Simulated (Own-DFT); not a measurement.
# Reading a pressure off an energy slope: alpha-quartz SiO2, 70 atoms (O46Si24), with two O vacancies

Calculated, not measured. Each geometry was run twice at fixed positions with Own-DFT, a retired in-house plane-wave program that no person has reviewed: with PBE, and with HSE06 (exact exchange share 0.25 at short range, screening 0.11 per bohr, Gygi-Baldereschi treatment of its divergence). Both used PseudoDojo norm-conserving files made for PBE, a cutoff of 48 hartree, the Gamma point alone, fixed occupations, a neutral cell and no spin. With Gamma alone and a thickness of 8.5 Å, finite-size errors remain in every number. The oxygen file's force components were 24 meV/Å off all-electron values in a glass.

Unstrained cell vectors in Å: (9.827, 0.000, 0.000); (-4.913, 8.510, 0.000); (0.000, 0.000, 10.810), volume V0 = 904.1 Å³, from measured lattice constants. Each geometry has its own random strain of a few per cent, its own defect sites and random moves of rms u per axis. HSE06 gave the energy alone. D is its energy less that of PBE, over the lowest D shown. The PBE stress wasn't checked against mesh or cutoff.

| run | V - V0 (Å³) | u (Å) | P with PBE (GPa) | D (eV) |
|---|---|---|---|---|
| 1 | -25.7 | 0.0293 | 14.62 | 0.271 |
| 2 | 13.7 | 0.0294 | 4.91 | 1.358 |
| 3 | -3.1 | 0.0307 | 7.50 | 1.027 |
| 4 | -21.0 | 0.0337 | 12.31 | 0.551 |
| 5 | 42.1 | 0.0288 | -0.61 | 2.063 |
| 6 | -16.1 | 0.0299 | 12.08 | 0.493 |
| 7 | -5.6 | 0.0290 | 8.59 | 0.778 |
| 8 | 40.8 | 0.0312 | -0.54 | 2.059 |
| 9 | -8.3 | 0.0326 | 9.43 | 0.883 |
| 10 | -7.6 | 0.0298 | 9.35 | 0.814 |
| 11 | -38.1 | 0.0321 | 17.53 | 0.000 |
| 12 | -20.3 | 0.0299 | 12.92 | 0.464 |
| 13 | -12.9 | 0.0307 | 9.55 | 0.706 |
| 14 | 5.4 | 0.0310 | 7.25 | ? |

## Fit

D = 1.01 + 0.0259 (V - V0) eV, with an error of 0.0008 on the volume slope and a scatter of 0.07 eV. Pressure is -dE/dV, and 1 eV/Å³ is 160.2 GPa, so HSE06 changes the pressure by -4.1 ± 0.1 GPa. Turning this into a change of volume would need the relaxed stiffness: quartz yields by tilting its tetrahedra, which these fixed-ion runs don't allow.

## Check

Asked: what D should run 14 give?

From the fit: 1.15 eV, with rows scattering by 0.07. Computed: 1.086 eV.
